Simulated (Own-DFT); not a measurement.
# How strain changes the stress of 4H SiC, 72 atoms (C36Si36)

All numbers below are calculated, not measured. They come from Own-DFT, an in-house plane-wave density functional program, since retired, whose code no person has reviewed. Each row is one single-point run on a periodic cell that was not relaxed, without spin or spin-orbit coupling.

Settings of every run: PBE; PseudoDojo norm-conserving scalar-relativistic files; cutoff 42 hartree; 4 x 4 x 3 k mesh centred on Gamma; Fermi-Dirac smearing of 0.1 eV.

Known limits: forces on such cells passed a denser k mesh, each cell not checked; stress not checked against mesh or cutoff.

Unstrained cell vectors in Å: (9.248, 0.000, 0.000); (-4.624, 8.009, 0.000); (0.000, 0.000, 10.068). The unstrained cell has measured lattice constants (interpolated for alloys), not those of this functional. That, the random moves and any unrelaxed bonds set the pressure at no strain. Each run strains this cell uniformly, with the atoms carried along. Every atom was also moved at random, by a Gaussian of width 0.05 Å on each axis. Strain is the symmetric tensor, in per cent. Stress is positive in tension, and the pressure is minus a third of its trace.

| run | e_xx (%) | e_yy (%) | e_zz (%) | e_yz (%) | e_xz (%) | e_xy (%) | s_xx (GPa) | s_yy (GPa) | s_zz (GPa) | s_yz (GPa) | s_xz (GPa) | s_xy (GPa) | P (GPa) | E (meV/atom) |
|---|---|---|---|---|---|---|---|---|---|---|---|---|---|---|
| 1 | 0.40 | 0.14 | 0.25 | 0.49 | -0.99 | 1.96 | -2.52 | -4.42 | -4.67 | 2.49 | -3.22 | 9.74 | 3.87 | 22.1 |
| 2 | -1.60 | -0.03 | -1.61 | -0.28 | -0.98 | -0.45 | -12.66 | -7.67 | -20.06 | -0.82 | -3.40 | -2.05 | 13.46 | 51.5 |
| 3 | 0.62 | 0.30 | 0.06 | -1.03 | -1.65 | -1.01 | -0.69 | -2.00 | -6.92 | -2.91 | -5.44 | -3.40 | 3.20 | 25.0 |
| 4 | -1.07 | -1.16 | -0.28 | 1.39 | -0.75 | -1.30 | -11.71 | -14.19 | -9.82 | 6.40 | -3.21 | -6.70 | 11.91 | 51.9 |
| 5 | -1.55 | 1.70 | 1.92 | 1.03 | -1.39 | -0.55 | -10.90 | 2.89 | 4.80 | 4.41 | -3.75 | -2.78 | 1.07 | 18.6 |
| 6 | -1.67 | 0.53 | 1.01 | 1.41 | 1.22 | -1.61 | -15.17 | -4.53 | 0.19 | 4.88 | 4.54 | -8.58 | 6.50 | 48.6 |
| 7 | -0.02 | -1.46 | 1.28 | -0.03 | -0.96 | -1.97 | -8.88 | -11.12 | 0.80 | 0.59 | -3.34 | -10.85 | 6.40 | 37.2 |
| 8 | 0.29 | -1.26 | 0.30 | -0.22 | -0.38 | -1.92 | -5.23 | -11.53 | -3.82 | -0.96 | -0.70 | -9.19 | 6.86 | 20.1 |
| 9 | 1.62 | 0.28 | 1.27 | -1.89 | 0.96 | -1.05 | 3.45 | -1.43 | 1.69 | -5.12 | 3.56 | -4.86 | -1.24 | 25.8 |
| 10 | -1.04 | 1.43 | 0.96 | 1.65 | 1.03 | 0.96 | -9.48 | 1.80 | -0.09 | 5.76 | 3.31 | 6.15 | 2.59 | 18.9 |
| 11 | -1.66 | -0.67 | 1.91 | 1.30 | -1.58 | 1.06 | -15.27 | -9.69 | 3.81 | 4.52 | -6.39 | 5.65 | 7.05 | 45.6 |
| 12 | 1.77 | 0.97 | 0.66 | -0.78 | 0.81 | -0.54 | 4.82 | 3.25 | -0.90 | -2.74 | 2.22 | -2.51 | -2.39 | 0.0 |
| 13 | 0.20 | 1.70 | -0.45 | -0.83 | 0.49 | -0.65 | -1.65 | 2.68 | -6.58 | -3.79 | 1.67 | -3.05 | 1.85 | 14.4 |
| 14 | 1.79 | -1.14 | 1.32 | -1.82 | -0.40 | 1.40 | 3.54 | -8.81 | 2.33 | -6.51 | -1.33 | 5.43 | 0.98 | 15.4 |
| 15 | 0.75 | -0.33 | 1.26 | -0.59 | 1.37 | -1.49 | -2.44 | -4.74 | 2.33 | -2.07 | 4.57 | -6.99 | 1.62 | 17.5 |
| 16 | 1.29 | -1.49 | 1.03 | -0.38 | 1.16 | -1.23 | 0.24 | -12.48 | 0.24 | -0.98 | 4.56 | -6.54 | 4.00 | 35.6 |
| 17 | 0.43 | -1.66 | 0.63 | -1.81 | 1.71 | 0.43 | ? | ? | ? | ? | ? | ? | ? | ? |

E is the free energy for each atom above the lowest run shown.

## Worked fit

Each stress component was fitted by least squares to a constant and the strains of the runs shown, as fractions, with shears doubled. Shear strains stay in the fit of a normal stress only where such slopes are resolved. The slopes, in GPa:

| stress | at no strain | per e_xx | per e_yy | per e_zz | scatter |
|---|---|---|---|---|---|
| s_xx | -5.0 | 541 ± 17 | 126 ± 20 | -48 ± 23 | 0.82 |
| s_yy | -5.4 | 123 ± 18 | 537 ± 21 | 63 ± 25 | 0.88 |
| s_zz | -6.7 | 71 ± 23 | 56 ± 26 | 653 ± 31 | 1.09 |

Each shear stress against twice its own strain: yz 189 ± 17, xz 169 ± 9, xy 244 ± 10 GPa. These are stiffnesses along x, y and z of the frame in which the cell vectors are given, which need not be the crystal's axes. The atoms are held to the strained lattice; where symmetry lets them move under strain, relaxing them would lower some slopes. The table should be nearly symmetric about its diagonal, and what it lacks of that shows the noise. A ninth of its sum, 236 ± 4 GPa, estimates the bulk modulus near the mean pressure of these runs, 4.2 GPa, so it lies above the value at zero pressure.

## Withheld run

Question: what normal stresses and pressure should run 17 give?

The fit gives s_xx = -5.0, s_yy = -13.4, s_zz = -3.2 and P = 7.2 GPa. The calculation gave -3.12, -13.50, -2.75 and P = 6.46 GPa.
